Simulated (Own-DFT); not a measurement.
# Response to strain: beta-Si3N4, 112 atoms (N64Si48)

No measurement is shown. These are fixed-geometry runs of a retired plane-wave code named Own-DFT, which no person has reviewed; spin and spin-orbit coupling are neglected.

Settings: PBE; PseudoDojo norm-conserving scalar-relativistic files; cutoff 42 hartree; 2 x 2 x 4 k mesh centred on Gamma; Fermi-Dirac smearing of 0.1 eV.

Keep in mind: forces on such cells moved up to 12 meV/angstrom on a denser k mesh; stress not checked against mesh or cutoff.

Unstrained cell vectors in Å: (15.212, 0.000, 0.000); (-7.606, 13.174, 0.000); (0.000, 0.000, 5.818). The unstrained cell has measured lattice constants (interpolated for alloys), not those of this functional. That, the random moves and any unrelaxed bonds set the pressure at no strain. A uniform strain is put on this cell, atoms riding along. Each coordinate of each atom was shifted by a normal deviate of width 0.05 Å. Strain is the symmetric tensor, in per cent. Stress is positive in tension, and the pressure is minus a third of its trace.

```
run  e_xx (%)  e_yy (%)  e_zz (%)  e_yz (%)  e_xz (%)  e_xy (%)  s_xx (GPa)  s_yy (GPa)  s_zz (GPa)  s_yz (GPa)  s_xz (GPa)  s_xy (GPa)  P (GPa)  E (meV/atom)
  1     -0.13      0.86     -1.28      1.32     -0.31     -0.76       -8.23       -2.76      -19.82        4.40       -1.68       -2.59    10.27          19.5
  2      1.15     -0.44      0.78      0.81     -1.26      1.85       -2.08       -9.32       -1.06        2.38       -3.72        6.62     4.16           8.7
  3      0.94     -0.61      0.49      1.59     -1.13     -0.23       -3.79       -8.50       -7.89        5.39       -4.04       -0.83     6.73          41.0
  4      1.02      0.31      1.41      1.66      1.40     -0.98       -0.04       -3.48        0.58        5.52        4.80       -4.93     0.98           0.0
  5      0.08     -1.59      0.81     -0.17      0.35      1.76       -9.10      -12.76       -7.68       -0.39        1.32        7.81     9.85          29.4
  6      1.38      0.41     -1.56     -0.72     -1.08      0.07       -2.35       -4.07      -19.02       -2.02       -4.19        0.60     8.48          29.5
  7     -1.31     -1.52     -0.09      0.04     -1.70     -1.90      -16.09      -22.78      -13.50        2.40       -4.64       -7.58    17.45          76.1
  8      1.21     -0.03     -1.56     -0.28     -1.47      0.41       -1.81       -7.15      -21.99       -1.66       -8.05       -0.50    10.32          41.4
  9      1.62      1.33     -1.11      0.68     -1.98      1.31        1.19        1.75      -16.10        3.25       -6.14        4.54     4.38          23.7
 10     -1.64     -1.76     -1.55      1.58     -0.50      1.73      -21.90      -21.69      -24.86        5.72       -1.84        8.80    22.81          78.8
 11     -1.96      0.93     -1.80     -1.89     -0.58      1.42      -18.99       -6.15      -26.04       -9.08        1.24        7.06    17.06          58.4
 12     -1.45     -0.61      0.40      0.72     -1.86      0.91      -17.00      -12.78       -7.48        1.80       -4.07        3.52    12.42          40.2
 13     -1.00      0.57     -0.74     -0.57     -1.92     -1.02      -13.95       -5.94      -15.23       -3.42       -5.45       -4.29    11.71          34.6
 14     -0.94      0.26     -0.75      0.60     -1.42      1.77      -12.11       -9.16      -16.75        2.74       -5.00        6.30    12.67          42.2
 15     -0.84     -1.93      0.86      0.57     -0.50     -1.84      -13.68      -20.85      -10.54        2.64       -2.37       -8.07    15.02          73.9
 16      1.78     -1.14     -1.64      0.37     -1.12      0.86       -2.12      -12.33      -20.32        1.56       -5.83        3.91    11.59          37.8
 17     -0.30     -0.70      0.32     -1.35      1.91     -1.58      -10.28      -10.22      -10.53       -5.70        7.11       -6.08    10.34          47.4
 18      1.71     -1.21     -1.91      0.93     -1.94     -1.06           ?           ?           ?           ?           ?           ?        ?             ?
```

E is the free energy for each atom above the lowest run shown.

## What the rows give

Each stress component was fitted by least squares to a constant and the strains of the runs shown, as fractions, with shears doubled. Shear strains stay in the fit of a normal stress only where such slopes are resolved. The slopes, in GPa:

```
stress  at no strain  per e_xx  per e_yy  per e_zz  scatter
  s_xx          -7.9  531 ± 17  149 ± 23  110 ± 21     0.84
  s_yy          -7.6  172 ± 35  598 ± 47   77 ± 43     1.72
  s_zz         -10.7  115 ± 36  106 ± 48  713 ± 44     1.74
```

The slope of each shear stress on twice its own strain, from a fit on all six strains: yz 190 ± 13, xz 162 ± 13, xy 208 ± 8 GPa. These are stiffnesses along x, y and z of the frame in which the cell vectors are given, with the crystal's c axis along z: C11, C12, C13 and C33. Hexagonal symmetry asks that xx and yy behave alike, which is a second check on the noise. No internal relaxation is included, and where it is allowed it would reduce some of the slopes. The table should be nearly symmetric about its diagonal, and what it lacks of that shows the noise. A ninth of the table's sum, 286 ± 7 GPa, estimates the bulk modulus near the mean pressure of these runs, 11.0 GPa, so it lies above the value at zero pressure.

## Prediction

Question: what normal stresses and pressure should run 18 give?

From the fit: s_xx = -2.7, s_yy = -13.3, s_zz = -23.6 and P = 13.2 GPa. The hidden result is -2.82, -13.67, -22.20 and P = 12.90 GPa.
